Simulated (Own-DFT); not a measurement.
# Computed records: GaP (zincblende, strongly disordered by large displacements)

All values are calculated (Own-DFT development build). A calculation, not a measurement: plane-wave PBE density functional theory by an unreviewed code, no spin, of a simulated periodic cell, stress positive in tension, free energy of the whole cell less one offset for each atom, forces on such cells passed a denser k mesh, this cell's mesh not checked; broken bonds can close the gap or carry spin, so checks made on this kind of crystal may not hold here; offsets are fitted by least squares, one for each functional and potential file, so energies compare only between cells with the same atoms and settings and are not formation energies; the far tail of each file's local potential was reset to the Coulomb form; each entry is a single point on an unrelaxed cell, so the pressure reflects the starting lattice, mostly measured values (interpolated for alloys), from which strain is counted, and rises with the displacements; printed positions are rounded, which can move forces by about a meV/angstrom; the program, named Own-DFT, is a retired in-house code; no spin-orbit coupling.

Settings shared by all entries: functional PBE; potential files PseudoDojo norm-conserving, scalar-relativistic, standard set; wave cutoff 42 hartree; occupations Fermi-Dirac; smearing width 0.1 eV; hardware one NVIDIA H100; k mesh 3 x 3 x 3 centred on Gamma.

(1) GaP (zincblende, strongly disordered by large displacements)

```xyz
64
Lattice="10.9010 0.0000 0.0000 0.0000 10.9010 0.0000 0.0000 0.0000 10.9010" Properties=species:S:1:pos:R:3 GaP
Ga     0.4398     0.4938     0.0903
Ga    10.4906     2.8284     2.8194
Ga     2.2907     0.0508     2.2144
Ga     3.3429     2.5425    10.5059
P      1.5107     1.7774     1.4810
P      1.6202     4.0927     3.9405
P      4.5789     0.9094     3.7856
P      3.8204     4.3533     0.0784
Ga    10.7995     0.2323     5.5795
Ga     0.0993     3.1230     8.2736
Ga     2.7543    10.6412     7.9486
Ga     2.3294     3.1318     5.5755
P      1.0822     1.2637     6.9107
P      1.5422     4.2958     9.8656
P      4.1364     1.3291     8.8658
P      4.3892     3.9439     7.3299
Ga    10.6872     5.2108     0.3463
Ga    10.8276     8.0949     2.6744
Ga     2.7256     5.5377     3.1281
Ga     3.0072     8.0337     0.0113
P      1.2607     6.7505     1.4017
P      1.1832     9.4177     4.1279
P      4.3184     6.3931     3.6214
P      3.9027    10.0374     1.9363
Ga     0.1652     5.7683     5.7108
Ga    10.6964     7.2858     8.1285
Ga     2.7627     5.0402     8.4596
Ga     2.7413     7.6726     5.8331
P      1.4265     6.6187     6.8054
P      1.6588     9.4098     8.8408
P      4.2797     6.5176     9.6576
P      4.3202     9.4209     6.5438
Ga     4.7180    10.2780     0.0300
Ga     5.6503     2.8107     3.1507
Ga     7.5321     0.2119     2.6613
Ga     8.2446     2.5069     0.8865
P      6.6276     1.5604     1.5370
P      7.2282     4.1592     4.0100
P      9.4707     0.9239     4.3400
P      9.3039     4.3011     1.1712
Ga     5.5124    10.7975     5.3372
Ga     5.3834     2.7323     8.3575
Ga     7.4120    10.8253     7.9434
Ga     8.0173     2.7284     5.1886
P      7.1511     1.4935     7.0239
P      6.9766     4.0944     9.9688
P      9.2268     1.0585     9.8720
P      9.4059     4.5459     6.4754
Ga     5.5153     5.1530     0.0848
Ga     5.4589     8.6049     2.7195
Ga     8.8690     5.6221     2.4006
Ga     8.2021     8.5048     0.5235
P      6.3075     7.1256     0.9247
P      6.7345     9.4709     3.7849
P      9.8428     7.3310     4.1713
P     10.4495     9.8688     1.3031
Ga     5.7231     5.4497     5.4505
Ga     5.4111     9.0090     8.1100
Ga     8.2930     5.0330     7.9024
Ga     8.3589     8.0584     5.7054
P      6.7951     7.0898     7.5212
P      6.6633     9.6604     9.3772
P      9.5076     6.6545     9.6812
P      9.6156     9.8971     6.4514
```

- free energy of cell above offsets: 38.920 eV
- pressure: 19.39 GPa
- stress xx: -21.67 GPa
- stress yy: -19.4 GPa
- stress zz: -17.1 GPa
- stress yz: 4.67 GPa
- stress xz: 0.96 GPa
- stress xy: -5.56 GPa
- wall time: 604.8 s

Force:
```csv
element,x (eV/Å),y (eV/Å),z (eV/Å)
Ga,-1.223,-0.15,-3.675
Ga,0.76,-0.807,0.716
Ga,-7.056,0.595,4.627
Ga,-3.167,-6.097,-0.255
P,-0.292,4.77,-1.153
P,-5.452,-1.705,-1.001
P,-2.89,2.195,-1.757
P,-6.885,2.732,3.732
Ga,7.715,0.064,-1.959
Ga,-0.943,-1.052,0.191
Ga,4.404,5.991,-4.85
Ga,2.069,-3.396,4.584
P,3.371,3.545,1.799
P,-3.783,-3.106,2.811
P,-3.969,-6.404,3.022
P,-5.361,6.698,-8.271
Ga,8.917,6.006,-6.082
Ga,3.687,3.084,-4.62
Ga,-5.34,0.136,-5.27
Ga,-1.001,0.508,-0.412
P,1.253,-0.62,0.316
P,1.827,1.048,0.599
P,7.869,5.206,3.708
P,6.284,-4.763,0.189
Ga,-5.654,-3.943,-7.572
Ga,1.099,3.256,-0.891
Ga,2.623,3.178,-3.356
Ga,4.806,5.136,-5.078
P,3.576,-0.482,8.774
P,-5.774,-6.597,6.319
P,-0.792,1.805,-1.701
P,-5.271,0.062,-3.983
Ga,1.726,1.254,-4.087
Ga,-0.939,-0.06,-0.027
Ga,4.339,-2.719,2.736
Ga,2.933,-0.393,-4.924
P,-6.267,0.949,-2.583
P,-1.942,4.349,-2.171
P,-5.68,4.161,-5.829
P,-3.463,-10.32,-1.136
Ga,2.513,0.119,1.603
Ga,10.92,-1.327,3.422
Ga,5.585,-5.551,1.856
Ga,3.214,-3.87,3.186
P,-3.074,9.688,-5.833
P,2.95,-2.918,-3.426
P,1.235,1.527,0.352
P,4.94,-4.691,-6.348
Ga,7.07,4.659,1.738
Ga,-5.975,-6.732,-5.245
Ga,-3.746,8.309,8.535
Ga,0.822,0.067,-1.004
P,0.999,1.213,1.542
P,6.948,1.777,7.484
P,-3.539,-5.187,3.669
P,-2.987,-1.655,1.196
Ga,-0.162,0.559,1.132
Ga,-2.171,-5.924,-0.348
Ga,-6.194,3.794,9.107
Ga,-1.488,0.706,0.822
P,0.757,-1.294,-2.643
P,3.746,-0.242,10.31
P,-2.26,-1.002,2.21
P,-6.213,-6.143,5.198
```

(2) GaP (zincblende, strongly disordered by large displacements)

```xyz
64
Lattice="10.9010 0.0000 0.0000 0.0000 10.9010 0.0000 0.0000 0.0000 10.9010" Properties=species:S:1:pos:R:3 GaP
Ga    10.8664     0.3635     0.4930
Ga    10.6204     2.5947     2.6408
Ga     2.6771     0.3848     2.6818
Ga     2.6261     2.6966     0.0073
P      1.0119     1.9962     1.2218
P      1.5651     3.2605     3.6240
P      4.1165     0.7545     4.0359
P      4.1680     3.5460     1.2289
Ga     0.3525     0.4106     5.6142
Ga     0.1617     2.5192     8.4298
Ga     2.9672     0.0819     7.6735
Ga     3.3857     2.7453     4.8641
P      0.9427     2.0254     6.6565
P      1.3596     4.2228     9.7510
P      3.8307     1.3068     9.0138
P      3.6502     3.7876     6.5629
Ga     0.5985     5.6163     0.3098
Ga    10.8341     8.0642     3.0282
Ga     2.5342     5.4268     2.5205
Ga     2.5988     8.8165     0.7912
P      1.0881     6.7097     1.9246
P      1.3451     9.7577     4.7820
P      4.4826     6.4512     3.4570
P      3.9728    10.0425     1.5893
Ga    10.5582     5.4377     5.8498
Ga    10.8841     8.5486     7.7583
Ga     2.4142     5.9669     8.5244
Ga     2.4314     8.0736     5.1052
P      1.0850     6.9568     7.1173
P      1.5077     9.4184     9.2658
P      3.9013     7.0091     9.3552
P      4.3548     9.6893     7.1065
Ga     5.3787    10.6763     0.2249
Ga     5.3945     3.2708     3.1857
Ga     7.8897     0.0489     2.6981
Ga     8.0096     2.3077     0.0438
P      6.7641     1.0884     1.3962
P      7.5943     3.5339     3.5355
P      9.6024     0.8613     4.4075
P      9.0279     3.5941     1.4014
Ga     5.3674    10.4834     5.5744
Ga     5.7102     2.1641     8.5267
Ga     8.1125    10.6316     8.1136
Ga     8.4260     2.4617     5.7872
P      6.7988     2.0354     6.8412
P      6.9825     3.8327     9.8131
P      9.3939     1.4083     9.5772
P      9.0832     4.3147     6.6282
Ga     5.4933     5.1266     0.6059
Ga     4.9647     8.7018     2.6968
Ga     7.4559     5.2622     2.5175
Ga     8.0433     8.0008     0.0957
P      6.2784     7.4218     1.2068
P      7.0285     9.3710     3.5055
P      9.5713     6.8759     4.0460
P      9.9279     9.7399     1.4080
Ga     5.4382     5.3707     6.1242
Ga     5.3549     8.6936     8.5387
Ga     8.2604     5.4817     8.1404
Ga     8.2529     8.4869     5.0500
P      7.1515     6.8494     6.1292
P      7.2303     8.9844     9.4429
P      9.8115     6.8704     9.9421
P      9.2701     9.3031     6.8266
```

* free energy of cell above offsets: 27.385 eV
* pressure: 16.16 GPa
* stress xx: -17.73 GPa
* stress yy: -14.7 GPa
* stress zz: -16.06 GPa
* stress yz: -0.68 GPa
* stress xz: 0.4 GPa
* stress xy: -0.03 GPa
* wall time: 657.1 s

Force:
```csv
element,x (eV/Å),y (eV/Å),z (eV/Å)
Ga,0.214,0.024,-4.77
Ga,-4.33,0.513,4.54
Ga,-6.268,1.278,-0.99
Ga,1.313,-0.466,-3.268
P,4.38,-1.928,-0.984
P,0.572,3.146,0.828
P,3.749,1.949,3.297
P,-0.084,0.866,1.768
Ga,-1.633,-1.43,1.392
Ga,-2.485,1.71,4.088
Ga,-7.336,0.649,-0.497
Ga,-0.101,-2,-2.858
P,4.639,1.992,-1.51
P,0.526,-0.863,-1.892
P,0.366,2.596,5.91
P,1.326,3.612,4.788
Ga,-3.661,-0.879,-3.254
Ga,0.814,5.806,-0.66
Ga,3.912,-3.999,2.275
Ga,-4.782,-4.482,-4.068
P,1.036,3.48,-0.55
P,0.145,-0.316,-4.23
P,-0.804,0.371,1.337
P,-0.263,2.74,-0.521
Ga,3.845,3.444,-2.462
Ga,0.975,0.817,4.261
Ga,-2.03,-3.206,-1.348
Ga,2.833,-4.199,1.452
P,1.347,-3.259,-4.203
P,0.793,1.527,0.822
P,3.969,2.085,3.342
P,-0.802,-4.201,-2.676
Ga,2.544,0.916,-4.369
Ga,-1.152,-1.022,0.403
Ga,6.291,1.793,0.575
Ga,-0.731,-1.022,-0.113
P,-3.142,2.809,-2.093
P,1.051,-3.878,2.039
P,-3.389,2.169,-2.901
P,1.045,2.963,2.481
Ga,3.642,2.338,-4.056
Ga,-0.461,2.442,3.23
Ga,-0.186,2.649,0.918
Ga,3.83,-0.789,-3.887
P,-2.42,-4,-1.394
P,-2.326,2.65,-1.565
P,1.712,-2.518,-1.271
P,-0.093,-3.178,0.533
Ga,1.499,1.705,-2.372
Ga,2.567,-4.524,3.497
Ga,0.389,5.579,-2.271
Ga,4.649,-1.776,2.959
P,-0.584,-2.648,0.731
P,-4.078,-3.314,2.905
P,-2.948,-3.545,2.153
P,-3.236,-4.279,2.548
Ga,-1.045,-0.204,-0.67
Ga,-0.218,-3.636,2.319
Ga,-1.294,2.333,3.485
Ga,0.701,-1.02,-0.064
P,-1.29,-1.633,2.569
P,-1.146,3.636,-2.441
P,-0.493,-0.638,-1.155
P,-1.858,2.263,-2.085
```

(3) GaP (zincblende, strongly disordered by large displacements)

```xyz
64
Lattice="10.9010 0.0000 0.0000 0.0000 10.9010 0.0000 0.0000 0.0000 10.9010" Properties=species:S:1:pos:R:3 GaP
Ga     0.2207     0.2391     0.0566
Ga     0.2735     2.3366     2.9592
Ga     2.6822     0.2043     2.5725
Ga     2.7097     2.8139     0.1061
P      1.4480     1.1883     1.2500
P      1.1556     3.7425     3.8706
P      3.5871     1.3214     3.9034
P      4.1280     3.9785     1.2764
Ga    10.4826    10.8994     5.2727
Ga     0.0835     2.5384     8.4018
Ga     2.9816    10.7945     7.9867
Ga     2.5846     2.7949     5.7571
P      1.6326     1.5808     6.8341
P      1.7221     4.0498     9.4639
P      3.8081     1.5023     9.2995
P      4.0253     3.5936     6.6803
Ga     0.0980     5.3126    10.6480
Ga     0.0198     8.1206     2.5337
Ga     2.8084     5.2670     2.8532
Ga     2.6639     8.1645    10.5094
P      1.1212     7.0320     1.4607
P      1.3288     9.5139     4.0023
P      4.0242     6.8808     4.2560
P      4.0943     9.6379     1.2189
Ga     0.0304     5.4229     5.5736
Ga     0.2984     7.9893     8.2982
Ga     2.7520     5.2047     8.4045
Ga     2.4255     8.3512     5.6286
P      1.2591     6.6094     7.0980
P      1.4696     9.3281     9.5942
P      3.9792     6.9857     9.4267
P      4.0893     9.4861     7.1628
Ga     5.4917    10.7558    10.8146
Ga     5.4406     2.5424     2.7677
Ga     8.3178     0.1396     3.2847
Ga     8.1658     2.7134    10.7781
P      6.8125     1.6345     1.0532
P      6.3869     3.7742     4.1284
P      9.5182     1.4044     4.0444
P      9.2073     3.9700     1.4456
Ga     5.5805    10.7490     5.4079
Ga     5.1412     2.8335     8.2963
Ga     8.1071     0.4178     7.8809
Ga     7.8274     2.5766     5.3742
P      6.8149     1.4380     6.6144
P      6.6888     3.9095     9.6822
P      9.5123     1.3169     9.3453
P      9.5766     4.0442     6.8467
Ga     5.2470     5.6971     0.0978
Ga     5.4313     8.0194     2.9581
Ga     7.9477     5.5150     2.8515
Ga     7.9406     8.1934     0.0526
P      6.7450     6.8560     1.1871
P      6.9061     9.5389     4.1260
P      9.4943     6.8630     3.7648
P      9.5332     9.2605     1.5329
Ga     5.2169     5.5121     5.3797
Ga     5.3174     8.3105     8.5776
Ga     8.4568     5.3257     8.1035
Ga     8.1918     8.1942     5.4719
P      6.7833     6.9145     6.7557
P      6.6955     9.6620     9.1383
P      9.4092     6.7883     9.5113
P      9.2970     9.1838     7.2046
```

- free energy of cell above offsets: 5.756 eV
- pressure: 12.28 GPa
- stress xx: -13.07 GPa
- stress yy: -13.02 GPa
- stress zz: -10.76 GPa
- stress yz: -0.25 GPa
- stress xz: -1.81 GPa
- stress xy: -3.38 GPa
- wall time: 584.9 s

Force:
```csv
element,x (eV/Å),y (eV/Å),z (eV/Å)
Ga,-5.433,-5.377,-4.318
Ga,-3.978,-4.352,-5.815
Ga,0.04,-6.805,-1.658
Ga,0.14,-1.612,-0.472
P,0.972,5.557,1.493
P,5.053,8.105,5.839
P,5.293,3.616,5.163
P,0.764,1.621,1.861
Ga,2.921,-3.042,3.416
Ga,1.748,2.053,-2.636
Ga,-6.132,5.483,3.548
Ga,-2.341,1.505,-10.49
P,-6.891,-7.922,5.007
P,-7.426,-5.16,5.377
P,0.182,-1.95,3.211
P,5.788,8.133,1.985
Ga,-1.322,1.007,1.995
Ga,-2.182,3.344,6.241
Ga,-1.136,0.655,-1.081
Ga,2.801,-2.678,8.052
P,7.432,-7.348,-6.449
P,-1.157,1.017,-0.103
P,-2.756,0.449,-0.705
P,-0.803,-1.771,1.313
Ga,-1.198,-0.346,-2.009
Ga,-4.078,1.854,1.461
Ga,5.438,5.856,-6.629
Ga,1.064,-0.894,0.763
P,2.971,-1.556,-3.063
P,-4.95,7.673,-3.85
P,0.456,-5.572,0.439
P,3.815,-4.595,-6.895
Ga,0.462,2.187,-0.382
Ga,-2.236,-2.23,-2.985
Ga,-5.02,-5.644,-6.625
Ga,2.389,0.656,-0.772
P,-2.268,-4.083,3.01
P,2.307,4.373,1.437
P,2.276,6.655,2.703
P,2.428,0.389,-0.025
Ga,-2.39,0.565,0.748
Ga,3.423,-0.133,0.958
Ga,1.638,-3.851,1.104
Ga,4.632,4.297,-2.875
P,-5.425,-1.891,2.753
P,-0.878,2.768,-2.213
P,-0.063,-0.688,3.135
P,0.873,-2.75,-1.57
Ga,-0.446,-1.851,-1.337
Ga,0.559,1.569,-2.458
Ga,-0.418,-1.637,-1.062
Ga,2.296,2.011,-2.105
P,-1.128,-0.859,3.522
P,-0.567,-0.981,-0.589
P,0.002,-0.508,3.45
P,-3.009,4.863,-2.357
Ga,2.02,-1.951,2.606
Ga,0.62,-2.207,-3.596
Ga,-3.524,1.418,1.045
Ga,0.613,-1.027,-0.512
P,-0.894,-1.733,0.799
P,4.052,2.895,3.34
P,1.15,0.397,0.802
P,1.428,2.029,-0.933
```
